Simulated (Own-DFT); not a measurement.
# Which defects push the lattice out? zincblende GaAs

Calculated, not measured: single-point runs of Own-DFT, a retired in-house plane-wave DFT program that no person has reviewed, on unrelaxed cells, without spin or spin-orbit coupling.

Method: PBE; PseudoDojo norm-conserving scalar-relativistic files; cutoff 42 hartree; 3 x 3 x 3 k mesh centred on Gamma; Fermi-Dirac smearing of 0.1 eV.

Keep in mind (not all hold for every row): not probed for a lower state with spin; forces on such cells failed a check on a denser k mesh; forces not confirmed at this smearing and k mesh; forces on such cells passed a denser k mesh, each cell not checked; stress not checked against mesh or cutoff.

All runs share one cell, with vectors in Å (11.307, 0.000, 0.000); (0.000, 11.307, 0.000); (0.000, 0.000, 11.307) and a volume of 1445.4 Å³. The atoms are randomly displaced, by u rms on each axis. The defect's site can differ from row to row.

```
cell,formula,u (Å),P (GPa)
no defect,As32Ga32,0.0219,3.54
no defect,As32Ga32,0.0458,3.98
no defect,As32Ga32,0.0528,4.02
one P on an As site,As31Ga32P,0.0274,3.31
one P on an As site,As31Ga32P,0.0286,3.31
one P on an As site,As31Ga32P,0.0310,3.35
two As on a Ga site each,As34Ga30,0.0296,4.75
two As on a Ga site each,As34Ga30,0.0305,4.78
two As on a Ga site each,As34Ga30,0.0311,4.83
one In on a Ga site,As32Ga31In,0.0288,?
one In on a Ga site,As32Ga31In,0.0314,4.31
one In on a Ga site,As32Ga31In,0.0492,4.67
one In on a Ga site,As32Ga31In,0.0521,4.66
one As on a Ga site and one Ga on an As site,As32Ga32,0.0318,3.91
one As on a Ga site and one Ga on an As site,As32Ga32,0.0463,4.16
one As on a Ga site and one Ga on an As site,As32Ga32,0.0486,4.15
```

## What the rows give

P = P0 + c u² + a shift for each defect gives P0 = 3.46 GPa, c = 216 ± 17 GPa/Å² and a scatter of 0.04 GPa. The shifts, and each times the cell's volume:

- two As on a Ga site each: 1.12 ± 0.04 GPa, 10.1 eV (5.1 eV for each of its 2 sites)
- one In on a Ga site: 0.65 ± 0.03 GPa, 5.8 eV
- one As on a Ga site and one Ga on an As site: 0.21 ± 0.03 GPa, 1.9 eV
- one P on an As site: -0.32 ± 0.04 GPa, -2.9 eV

Positive is outwards. The product with the volume (160.2 GPa Å³ to the eV) is nearly free of the cell's size; divided by the bulk modulus at the cell's pressure it gives the volume that the defect adds. The atoms around the defects weren't relaxed, which would change these numbers.

## The run left out

The question: what pressure belongs in the blank (one In on a Ga site, u = 0.0288 Å)?

Estimate: 4.29 ± 0.05 GPa. The calculation gave 4.25 GPa.
